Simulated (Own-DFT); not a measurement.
AlN (wurtzite, strained, atoms displaced) (calculated)

A calculation, not a measurement: plane-wave PBE density functional theory by an unreviewed code, no spin, of a simulated periodic cell, stress positive in tension, free energy of the whole cell less one offset for each atom, forces on such cells passed a denser k mesh, this cell's mesh not checked; offsets are fitted by least squares, one for each functional and potential file, so energies compare only between cells with the same atoms and settings and are not formation energies; the far tail of each file's local potential was reset to the Coulomb form; each entry is a single point on an unrelaxed cell, so the pressure reflects the starting lattice, mostly measured values (interpolated for alloys), from which strain is counted, and rises with the displacements; printed positions are rounded, which can move forces by about a meV/angstrom; the program, named Own-DFT, is a retired in-house code; no spin-orbit coupling. Program: Own-DFT development build.

Settings shared by all entries: functional PBE; potential files PseudoDojo norm-conserving, scalar-relativistic, standard set; wave cutoff 42 hartree; occupations Fermi-Dirac; smearing width 0.1 eV; hardware one NVIDIA H100; k mesh 2 x 2 x 2 centred on Gamma.

(1) AlN (wurtzite, strained, atoms displaced)

```xyz
128
Lattice="12.5527 -0.1224 0.1238 -6.3824 10.8520 0.0551 0.0991 0.1081 10.1159" Properties=species:S:1:pos:R:3 AlN
Al    -0.0238     1.8268     0.0252
Al     1.5457     0.8979     2.5954
N      0.0107     1.8920     1.9710
N      1.6466     0.9709     4.4822
Al     0.0585     1.8058     5.1117
Al     1.6207     1.0127     7.5207
N     -0.0495     1.7976     7.1331
N      1.6333     0.9100     9.5719
Al    -1.6186     4.4743     0.0908
Al    -0.0802     3.6279     2.6170
N     -1.5435     4.5248     2.0148
N     -0.0163     3.6833     4.5712
Al    -1.5571     4.4827     5.1312
Al     0.0476     3.7492     7.6310
N     -1.5292     4.5619     7.0164
N      0.0977     3.6038     9.5400
Al    -3.0473     7.3731    10.1046
Al    -1.6306     6.3730     2.5603
N     -3.2370     7.2193     1.9552
N     -1.5800     6.3163     4.5730
Al    -3.2198     7.2699     5.0590
Al    -1.5343     6.4099     7.6685
N     -3.1338     7.3390     7.0594
N     -1.5896     6.4414     9.6005
Al    -4.7763    10.0340    10.1158
Al    -3.1509     9.0560     2.5830
N     -4.7741     9.9980     1.8888
N     -3.2179     9.0533     4.5080
Al    -4.7675    10.1103     5.1674
Al    -3.1712     9.0645     7.6519
N     -4.7703    10.0599     7.0552
N     -3.0695     9.0917     9.5387
Al     3.1875     1.8330    10.1590
Al     4.7214     0.8850     2.6382
N      3.1296     1.8288     1.9245
N      4.7019     0.8689     4.5517
Al     3.2044     1.8025     5.0819
Al     4.8211     0.9696     7.6454
N      3.2256     1.8736     7.0278
N      4.7527     1.0063     9.6044
Al     1.6413     4.5103     0.1380
Al     3.1112     3.5837     2.6354
N      1.6023     4.5103     1.9749
N      3.2172     3.5268     4.6802
Al     1.5731     4.5645     5.1295
Al     3.2585     3.6929     7.5942
N      1.6124     4.5592     7.0671
N      3.1750     3.6460     9.6357
Al     0.0686     7.3251    10.1879
Al     1.4754     6.2502     2.5760
N     -0.0824     7.2154     2.0439
N      1.5658     6.3307     4.5272
Al     0.0124     7.2773     5.1486
Al     1.6512     6.2872     7.7373
N     -0.0321     7.2130     7.1375
N      1.5145     6.4899     9.5764
Al    -1.6340     9.9588     0.1293
Al    -0.0525     9.0566     2.6652
N     -1.6252     9.8135     2.0495
N     -0.0674     9.0348     4.5231
Al    -1.7106     9.9380     5.1501
Al     0.0048     9.1011     7.5445
N     -1.5651    10.0271     7.0904
N     -0.0272     9.1164     9.6492
Al     6.3315     1.6978     0.1144
Al     7.8362     0.8729     2.6069
N      6.2296     1.8357     2.0205
N      7.9611     0.9364     4.5262
Al     6.3315     1.8436     5.1458
Al     7.9245     0.9935     7.7153
N      6.3832     1.8512     7.0233
N      7.9441     0.8928     9.5978
Al     4.7752     4.5066    10.1587
Al     6.1971     3.6218     2.5996
N      4.7233     4.4879     1.9771
N      6.3026     3.6409     4.6526
Al     4.7409     4.5281     5.1282
Al     6.2919     3.5501     7.7002
N      4.7419     4.5853     7.0438
N      6.3884     3.6815     9.5812
Al     3.1999     7.3250    10.1486
Al     4.7242     6.2919     2.6392
N      3.1204     7.0408     2.0812
N      4.6710     6.3434     4.5777
Al     3.1532     7.2692     5.1590
Al     4.7771     6.3554     7.7138
N      3.1506     7.2033     7.1790
N      4.8299     6.3804     9.6213
Al     1.6591     9.9764    10.2164
Al     3.1098     8.9895     2.6867
N      1.4789     9.8946     2.0608
N      3.0749     8.9777     4.6215
Al     1.5631     9.9518     5.2440
Al     3.1465     9.0410     7.6677
N      1.5438     9.9983     7.1404
N      3.0253     9.1255     9.5933
Al     9.3920     1.7261     0.2169
Al    11.0154     0.8373     2.7208
N      9.4763     1.6631     2.0260
N     11.0236     0.9154     4.5946
Al     9.3784     1.7685     5.1793
Al    11.0183     0.8890     7.7863
N      9.4463     1.6887     7.1583
N     11.0861     0.8149     9.5937
Al     7.8901     4.5849    10.2290
Al     9.4072     3.6252     2.6079
N      7.8485     4.4160     2.0113
N      9.3918     3.4532     4.5702
Al     7.8288     4.5022     5.0819
Al     9.5072     3.6061     7.7267
N      7.8630     4.4977     7.1287
N      9.4922     3.5683     9.6039
Al     6.1927     7.0874     0.1616
Al     7.8776     6.1934     2.6757
N      6.2560     7.1265     2.0675
N      7.8113     6.2334     4.6928
Al     6.2410     7.1845     5.1507
Al     7.7933     6.3557     7.7037
N      6.2844     7.0935     7.1173
N      7.9102     6.3252     9.7982
Al     4.7401     9.9954    10.2232
Al     6.2490     9.0009     2.6864
N      4.5823     9.8457     2.0943
N      6.1851     9.0562     4.6562
Al     4.6106     9.8381     5.0977
Al     6.3565     9.0862     7.7533
N      4.7200     9.9374     7.0726
N      6.1749     9.1165     9.6612
```

```
free energy of cell above offsets : -54.031 eV
pressure                          : 0.77 GPa
stress xx                         : -2.03 GPa
stress yy                         : -3.07 GPa
stress zz                         : 2.8 GPa
stress yz                         : 2.96 GPa
stress xz                         : 2.97 GPa
stress xy                         : -3.09 GPa
wall time                         : 402.2 s
```

Force:
```tsv
element	x (eV/Å)	y (eV/Å)	z (eV/Å)
Al	0.348	-2.144	0.066
Al	0.587	0.705	-1.585
N	-0.093	-1.22	0.102
N	-0.665	0.179	0.104
Al	-1.009	0.969	0.817
Al	-0.092	0.166	2.24
N	2.91	2.228	-2.412
N	0.055	1.92	-1.23
Al	0.661	0.363	-1.092
Al	1.703	0.072	0.354
N	-0.828	0.86	-0.918
N	1.266	-1.238	-0.823
Al	-1.133	1.157	-0.208
Al	-0.292	-1.69	0.522
N	0.439	0.71	0.279
N	-0.238	3.205	0.287
Al	-1.261	-0.622	1.194
Al	-0.005	-0.292	1.023
N	1.607	0.866	0.269
N	-0.655	0.528	-0.881
Al	1.632	-0.411	1.304
Al	-1.552	-0.716	0.149
N	-0.325	-0.841	-0.789
N	1.721	-1.458	-0.217
Al	1.309	-0.726	0.357
Al	-2.081	-0.82	-0.053
N	0.252	-0.49	1.575
N	-0.866	0.755	0.004
Al	-0.14	-2.344	-0.463
Al	0.845	1.424	0.265
N	2.426	0.211	-0.733
N	-1.259	1.684	0.355
Al	-0.47	0.164	0.021
Al	-0.739	-0.27	-0.815
N	0.173	-0.908	1.685
N	1.149	0.534	-0.732
Al	0.117	-0.531	1.414
Al	-0.734	-0.445	0.263
N	0.038	-0.377	-0.05
N	1.35	-0.162	-0.488
Al	-1.908	-0.119	-1.295
Al	0.679	0.133	-0.083
N	-1.064	-0.799	1.246
N	-1.077	2.623	-2.468
Al	0.384	-0.384	0.475
Al	-1.579	-0.711	0.818
N	0.568	-0.296	-0.346
N	0.965	0.538	-1.467
Al	-2.158	0.994	0.627
Al	0.563	1.209	0.797
N	0.91	0.121	-0.632
N	0.121	0.347	0.177
Al	-0.644	-1.284	0.27
Al	-1.536	1.163	-0.729
N	2.129	1.252	-1.479
N	2.741	-2.279	0.732
Al	-0.168	-1.046	-0.682
Al	0.176	-1.295	-0.649
N	0.448	2.645	-0.349
N	0.307	0.936	1.497
Al	1.517	-0.236	0.516
Al	-0.757	-0.886	2.436
N	-0.787	-0.359	-0.802
N	0.798	0.514	-0.764
Al	-1.136	0.832	-0.403
Al	0.467	-0.148	0.179
N	0.913	-1.103	0.267
N	-2.718	-1.603	-0.373
Al	0.064	-0.93	-0.332
Al	-0.922	-1.615	0.169
N	-0.601	-0.895	0.548
N	-0.06	1.122	0.726
Al	0.201	0.533	0.493
Al	1.217	-0.512	0.72
N	-0.908	0.08	0.566
N	-1.048	-0.614	-2.339
Al	-0.286	0.266	0.902
Al	0.864	2.264	-0.528
N	0.821	-0.487	0.523
N	-0.826	-1.194	0.541
Al	-0.32	-0.482	1.037
Al	-0.901	-0.52	0.084
N	-0.393	2.272	-1.189
N	0.425	-0.465	-0.467
Al	-0.911	-2.177	0.837
Al	-1.184	-0.614	0.218
N	0.58	0.585	-1.159
N	-2.103	-0.866	-0.329
Al	-3.513	0.493	1.043
Al	-1.753	-1.305	-0.468
N	0.966	0.397	0.003
N	-0.558	1.141	-0.851
Al	-0.909	0.395	-0.783
Al	-0.014	0.564	0.395
N	0.687	-0.037	-0.87
N	3.79	-1.614	-0.389
Al	0.576	-0.962	-2.172
Al	-0.148	-0.108	-0.744
N	-0.773	1.379	0.873
N	-0.278	-1.221	-0.15
Al	2.24	-0.479	1.356
Al	-1.204	-1.614	-1.18
N	1.297	2.242	-1.28
N	-0.613	2.596	1.771
Al	0.869	-1.361	-0.462
Al	0.002	-2.39	1.186
N	-0.492	0.18	0.753
N	0.148	2.734	-0.587
Al	1.465	-1.642	2.761
Al	-1.715	-0.719	-0.282
N	0.597	-0.033	-0.35
N	-0.193	0.715	1.481
Al	1.347	1.311	0.334
Al	-1.701	0.568	-0.07
N	0.683	0.803	0.609
N	-0.328	1.483	-2.317
Al	0.184	0.416	0.933
Al	1.947	-2.044	1.014
N	0.268	3.264	-0.971
N	-0.599	1.482	-2.083
Al	-2.159	-0.907	1.271
Al	-0.47	-0.724	-0.196
N	1.787	0.741	-0.132
N	1.646	-1.008	-1.156
Al	0.566	2.287	2.217
Al	-3.519	-1.515	-0.076
N	-0.249	-0.613	0.311
N	2.109	-2.4	-0.443
```

(2) AlN (wurtzite, strained, atoms displaced)

```xyz
128
Lattice="12.4698 -0.1120 0.0761 -6.3319 10.7362 -0.1522 0.0609 -0.1055 9.9968" Properties=species:S:1:pos:R:3 AlN
Al     0.0117     1.6182     9.9597
Al     1.6064     0.8491     2.5240
N     -0.0651     1.6922     1.9123
N      1.4889     0.7193     4.3923
Al     0.0013     1.7069     4.9625
Al     1.6526     0.7154     7.4655
N      0.0440     1.6928     7.0059
N      1.5944     0.6890     9.4805
Al    -1.6300     4.4743    -0.0184
Al    -0.0471     3.5769     2.4501
N     -1.6174     4.4280     1.7959
N     -0.1060     3.5253     4.4348
Al    -1.6155     4.3857     4.9738
Al    -0.0345     3.4407     7.4793
N     -1.4931     4.4486     6.9334
N      0.1290     3.4719     9.3793
Al    -3.1820     7.0487     9.8953
Al    -1.5717     6.2231     2.4612
N     -3.2462     7.1451     1.8468
N     -1.5447     6.2350     4.3206
Al    -3.1612     7.0416     4.8860
Al    -1.5323     6.2199     7.3922
N     -3.1775     7.1516     6.7855
N     -1.5842     6.2415     9.4029
Al    -4.8327     9.8575    -0.1333
Al    -3.2080     8.8849     2.4107
N     -4.7489     9.7229     1.8316
N     -3.1589     8.8679     4.3035
Al    -4.7351     9.8107     4.9453
Al    -3.0783     8.8919     7.3853
N     -4.7079     9.7572     6.7598
N     -3.1243     8.8000     9.3144
Al     3.0586     1.7396     0.0100
Al     4.6857     0.8145     2.4274
N      3.0722     1.7291     1.8913
N      4.7198     0.7994     4.4177
Al     3.1770     1.7224     5.0216
Al     4.8053     0.7221     7.6113
N      3.0279     1.6551     6.8792
N      4.7115     0.7257     9.3726
Al     1.6002     4.3195     9.9140
Al     3.1038     3.4564     2.4156
N      1.5499     4.4204     1.8693
N      3.0676     3.4706     4.3630
Al     1.5517     4.3273     5.0211
Al     3.0732     3.4385     7.5221
N      1.5256     4.2510     6.8630
N      3.0477     3.5626     9.3692
Al    -0.0548     7.0370     9.9175
Al     1.5332     6.2266     2.4178
N     -0.0558     7.0908     1.7857
N      1.4657     6.1085     4.4035
Al    -0.0511     7.0397     4.8630
Al     1.5512     6.2157     7.3783
N     -0.0384     7.0691     6.8121
N      1.5972     6.1922     9.3529
Al    -1.6429     9.5858     9.8683
Al    -0.1123     8.8539     2.4818
N     -1.6784     9.7497     1.7955
N     -0.0972     8.8845     4.2769
Al    -1.6410     9.6951     4.8832
Al    -0.0229     8.8755     7.3348
N     -1.5555     9.7470     6.8819
N      0.0143     8.7919     9.2852
Al     6.1935     1.6823     0.0391
Al     7.8715     0.7260     2.4974
N      6.3847     1.7270     1.9330
N      7.7901     0.7631     4.4566
Al     6.2229     1.6598     5.0495
Al     7.8763     0.7063     7.5536
N      6.3140     1.6555     7.0067
N      7.9063     0.6620     9.4050
Al     4.5896     4.3376     0.0027
Al     6.2555     3.4822     2.5120
N      4.6876     4.3462     1.8783
N      6.3324     3.4462     4.2724
Al     4.7217     4.3163     4.9733
Al     6.3208     3.3502     7.5956
N      4.6409     4.3507     6.8992
N      6.3141     3.3814     9.3926
Al     3.1657     6.9862     9.9095
Al     4.6207     6.1574     2.4316
N      3.0328     7.1988     1.8545
N      4.6619     6.1757     4.4296
Al     3.0014     6.9953     4.8802
Al     4.7136     6.1268     7.5005
N      3.0837     7.0977     6.8214
N      4.5927     6.0723     9.3738
Al     1.6215     9.7663     9.8462
Al     2.9976     8.9155     2.3840
N      1.4164     9.8412     1.8512
N      3.1026     8.8361     4.3872
Al     1.4384     9.7606     5.0229
Al     3.0454     8.8683     7.4549
N      1.5249     9.7104     6.7458
N      3.0780     8.7513     9.3774
Al     9.3885     1.5761     9.9586
Al    10.9395     0.7298     2.5875
N      9.4493     1.6599     1.9331
N     10.9537     0.7876     4.4850
Al     9.4681     1.6538     4.9972
Al    10.9558     0.7413     7.6084
N      9.3798     1.6106     6.9260
N     10.9685     0.6980     9.4605
Al     7.8459     4.3582     9.9881
Al     9.3140     3.4767     2.5249
N      7.8310     4.3917     1.8557
N      9.3503     3.4271     4.4324
Al     7.8101     4.2845     5.0133
Al     9.3546     3.5138     7.5525
N      7.7859     4.2209     6.8969
N      9.4494     3.4317     9.4099
Al     6.2903     6.9302     9.9444
Al     7.7482     6.0937     2.4797
N      6.1881     6.8823     1.8783
N      7.7628     6.1412     4.3562
Al     6.1777     6.9459     4.9838
Al     7.7785     6.1255     7.3968
N      6.2589     6.9626     6.8370
N      7.6956     6.0818     9.4024
Al     4.5678     9.7391    -0.0063
Al     6.2622     8.7975     2.4098
N      4.5941     9.7288     1.8614
N      6.1890     8.8618     4.3863
Al     4.6416     9.6453     4.7968
Al     6.2024     8.6840     7.3104
N      4.5688     9.6791     6.9055
N      6.1482     8.6938     9.4468
```

```
free energy of cell above offsets : -53.217 eV
pressure                          : 6.76 GPa
stress xx                         : -7.03 GPa
stress yy                         : -9.15 GPa
stress zz                         : -4.1 GPa
stress yz                         : -2.98 GPa
stress xz                         : 1.65 GPa
stress xy                         : -3.76 GPa
wall time                         : 396.4 s
```

Force:
```tsv
element	x (eV/Å)	y (eV/Å)	z (eV/Å)
Al	0.906	1.329	0.797
Al	-2.1	-0.946	-0.051
N	2.318	1.25	-0.489
N	1.637	2.572	0.15
Al	0.629	0.488	1.174
Al	-2.368	1.399	1.645
N	0.25	-0.979	-1.636
N	0.243	1.973	-1.507
Al	2.189	0.795	-0.959
Al	0.036	-1.023	0.225
N	0.566	0.621	1.696
N	1.453	-0.459	-1.078
Al	0.825	1.06	0.509
Al	1.017	0.656	0.657
N	-1.47	-0.433	-1.251
N	-2.779	-0.879	0.07
Al	0.293	-0.08	0.907
Al	-1.074	0.008	-1.345
N	1.483	-0.825	-0.572
N	-1.841	-1.456	0.196
Al	0.34	1.329	-0.182
Al	-0.981	0.331	1.345
N	1.097	-1.376	0.014
N	-0.896	-1.612	-1.486
Al	0.701	-2.525	1.017
Al	0.014	0.106	0.302
N	1.38	2.084	-1.572
N	-0.725	-0.142	0.447
Al	0.351	-1.485	-1.587
Al	-1.525	-0.303	0.625
N	0.439	-1.602	0.971
N	-2.197	0.236	-1.153
Al	-0.029	0.283	-0.798
Al	0.842	0.235	1.182
N	1.46	-0.788	-0.501
N	-0.869	-0.205	-0.223
Al	-1.086	-0.868	-0.518
Al	-1.236	1.598	-2.242
N	3.207	0.37	0.597
N	-0.456	0.187	2.874
Al	-1.726	2.925	1.43
Al	-0.448	1.708	1.306
N	0.104	-0.144	-0.106
N	1.155	-0.072	-0.325
Al	-0.869	0.008	-0.562
Al	0.239	0.352	-1.123
N	0.374	1.879	0.387
N	2.996	-3.683	0.12
Al	2.128	0.261	-0.219
Al	-0.397	-0.387	0.013
N	0.138	0.205	1.413
N	0.428	0.222	-1.327
Al	0.804	1.076	1.3
Al	0.034	-1.315	1.11
N	0.564	0.528	-0.875
N	-1.267	-1.053	-0.548
Al	2.308	1.213	0.636
Al	0.414	0.757	-2.295
N	0.534	0.208	-0.367
N	0.646	-0.904	1.881
Al	0.132	1.323	0.313
Al	0.454	-1.289	1.742
N	-0.254	-0.193	-2.04
N	-0.308	1.201	-0.258
Al	1.262	0.329	-0.032
Al	0.025	3.61	2.068
N	-2.134	-0.793	-0.93
N	0.619	0.477	0.069
Al	1.441	0.168	-0.434
Al	0.037	1.044	-0.997
N	-0.472	-1.325	-1.112
N	-1.243	2.44	-0.318
Al	1.1	1.276	-0.713
Al	0.451	0.273	-2.154
N	-0.608	-0.247	0.111
N	-1.498	-0.076	3.299
Al	-0.612	0.514	0.027
Al	-1.605	1.6	-1.255
N	1.14	-1.184	-0.062
N	-0.741	0.024	1.591
Al	-1.757	0.598	0.859
Al	-0.744	0.288	0.82
N	0.826	-2.493	-0.113
N	-1.338	-1.565	-1.456
Al	1.513	1.262	1.191
Al	-1.836	-0.104	-0.631
N	0.6	-0.909	0.068
N	2.637	-0.772	0.013
Al	-1.858	-3.547	1.981
Al	-0.031	0.496	1.505
N	0.393	-3.716	-1.779
N	-2.402	-0.476	-1.461
Al	1.464	-0.184	-4.178
Al	0.484	-1.299	-0.199
N	-0.453	-0.016	3.025
N	0.466	1.088	-0.593
Al	1.175	1.057	1.364
Al	-0.524	0.611	0.173
N	-1.309	0.154	-0.277
N	-0.144	-1.582	-0.692
Al	-2.347	-0.599	0.995
Al	-0.311	-0.731	-1.022
N	0.65	1.055	0.538
N	-0.914	-0.631	0.356
Al	-0.081	-1.575	0.202
Al	0.411	-0.918	-0.422
N	-0.563	-1.081	0.378
N	-0.139	0.375	-0.316
Al	-0.234	0.576	-0.408
Al	0.913	-1.918	-0.525
N	0.31	2.006	-0.06
N	-2.053	-0.767	-0.088
Al	-3.342	0.586	1.452
Al	-0.107	0.639	0.3
N	0.266	2.138	-0.413
N	-0.23	-1.375	0.989
Al	0.84	1.719	-1.063
Al	0.262	-1.164	1.171
N	-0.51	-0.76	0.169
N	2.806	-0.702	-2.187
Al	0.111	0.097	-0.904
Al	-2.748	-1.404	1.128
N	0.658	-0.771	0.189
N	0.94	-2.189	-0.505
Al	-0.695	1.573	2.277
Al	-1.197	2.591	1.856
N	1.928	-0.027	-1.259
N	0.823	0.479	-1.461
```
